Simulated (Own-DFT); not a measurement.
# PBE and PBEsol under strain: wurtzite AlGaN with randomly placed atoms, 72 atoms (Al9Ga27N36)

No measurement is shown. These are fixed-geometry runs of a retired plane-wave code named Own-DFT, which no person has reviewed; spin and spin-orbit coupling are neglected.

Caveats: forces on such cells passed a denser k mesh, each cell not checked; stress not checked against mesh or cutoff.

Each geometry was run with PBE and with PBEsol, otherwise alike: PseudoDojo norm-conserving scalar-relativistic files made for PBE; cutoff 42 hartree; 4 x 4 x 3 k mesh centred on Gamma; Fermi-Dirac smearing of 0.1 eV. Unstrained cell vectors in Å: (9.509, 0.000, 0.000); (-4.755, 8.235, 0.000); (0.000, 0.000, 10.268). Each has a uniform strain, of which the change of volume is shown, and random moves of rms u per axis. The random placing of the alloy's atoms differs from row to row.

| run | volume change (%) | u (Å) | P with PBE (GPa) | P with PBEsol (GPa) |
|---|---|---|---|---|
| 1 | -5.91 | 0.0486 | 21.50 | 16.08 |
| 2 | -4.94 | 0.0499 | 19.72 | 14.39 |
| 3 | 1.51 | 0.0468 | 4.07 | -0.70 |
| 4 | 3.53 | 0.0511 | 1.29 | -3.34 |
| 5 | 3.02 | 0.0461 | 1.34 | -3.31 |
| 6 | -4.45 | 0.0510 | 18.30 | 13.01 |
| 7 | 1.00 | 0.0538 | 5.84 | 1.03 |
| 8 | 5.06 | 0.0545 | -1.11 | -5.63 |
| 9 | -1.49 | 0.0441 | 10.14 | ? |

Q: by how much does PBEsol shrink this cell, and what belongs in the blank?

## Answer

Write v for the change of volume as a fraction. Fitted to v and u², the PBE pressure has a slope of -219 ± 6 GPa in v, with the ions held to the strained lattice. The difference PBEsol less PBE is -4.92 + 8.4 v GPa (slope ± 0.2) and averages -4.93 GPa. Divided by the mean slope of the two, 215 GPa, that makes PBEsol's volume at a given pressure, near 6 GPa, about 2.3 % smaller, or 0.76 % in lengths. At one volume PBEsol's slope is the smaller by 8 GPa, but its pressure there is lower too. If stiffness rises by about 4 GPa for each GPa, PBEsol at equal pressure is stiffer by about 11 GPa. Files made for PBEsol would give a different shift.

For run 9 the line gives 5.10 GPa. The run itself gave 5.11 GPa.
